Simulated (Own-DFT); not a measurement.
## Calculated data, Si3Ge (diamond-structure random alloy, atoms displaced)

All values are calculated (Own-DFT development build). A calculation, not a measurement: plane-wave PBE density functional theory by an unreviewed code, no spin, of a simulated periodic cell, stress positive in tension, free energy of the whole cell less one offset for each atom, forces on such cells passed a denser k mesh, this cell's mesh not checked; offsets are fitted by least squares, one for each functional and potential file, so energies compare only between cells with the same atoms and settings and are not formation energies; the far tail of each file's local potential was reset to the Coulomb form; each entry is a single point on an unrelaxed cell, so the pressure reflects the starting lattice, mostly measured values, from which strain is counted, and rises with the displacements; printed positions are rounded, which can move forces by about a meV/angstrom; the program is a retired in-house code; no spin-orbit coupling; before rounding, a Quantum ESPRESSO 7.3.1 run of the same cell and cutoff gave forces within 1 meV/angstrom rms on each cell, which checks the program and not the settings.

## Si3Ge (diamond-structure random alloy, atoms displaced)

```
CELL_PARAMETERS angstrom
0.00000 5.48780 5.48780
5.48780 0.00000 5.48780
5.48780 5.48780 0.00000
ATOMIC_POSITIONS crystal
Si 0.00039 0.99604 0.00353
Si 0.49724 0.00161 0.99841
Si 0.99673 0.50307 0.00123
Si 0.00425 0.99644 0.50039
Ge 0.12983 0.13045 0.12356
Si 0.62664 0.13178 0.12021
Ge 0.13093 0.63359 0.11806
Si 0.11497 0.12695 0.63092
Si 0.50470 0.49712 0.49803
Si 0.00322 0.50074 0.50161
Si 0.49764 0.00333 0.50017
Si 0.49601 0.49836 0.00649
Si 0.62585 0.62126 0.62605
Ge 0.12740 0.62997 0.61517
Si 0.62384 0.13428 0.61804
Ge 0.62594 0.62571 0.12642
```

- functional: PBE
- potential files: PseudoDojo norm-conserving, scalar-relativistic, standard set
- wave cutoff: 42 hartree
- occupations: Fermi-Dirac
- smearing width: 0.1 eV
- k mesh: 5 x 5 x 5 centred on Gamma
- free energy of cell above offsets: -1.304 eV
- pressure: 2.34 GPa
- stress xx: -2.4 GPa
- stress yy: -2.36 GPa
- stress zz: -2.26 GPa
- stress yz: 0.18 GPa
- stress xz: -0.68 GPa
- stress xy: 1.23 GPa

Force:
```tsv
element	x (eV/Å)	y (eV/Å)	z (eV/Å)
Si	0.784	-0.77	0.795
Si	-0.159	0.281	1.199
Si	-0.247	-0.018	0.755
Si	0.923	-0.681	0.211
Ge	-0.002	-0.363	-0.634
Si	-0.217	0.252	-0.835
Ge	-0.093	0.134	-1.402
Si	-0.333	0.38	0.481
Si	0.574	0.17	0.206
Si	-0.364	-0.692	-0.731
Si	-0.138	-0.157	-0.231
Si	-0.848	-0.017	0.906
Si	0.387	0.077	0.304
Ge	0.285	0.986	-0.405
Si	-0.496	0.731	-0.605
Ge	-0.057	-0.314	-0.015
```
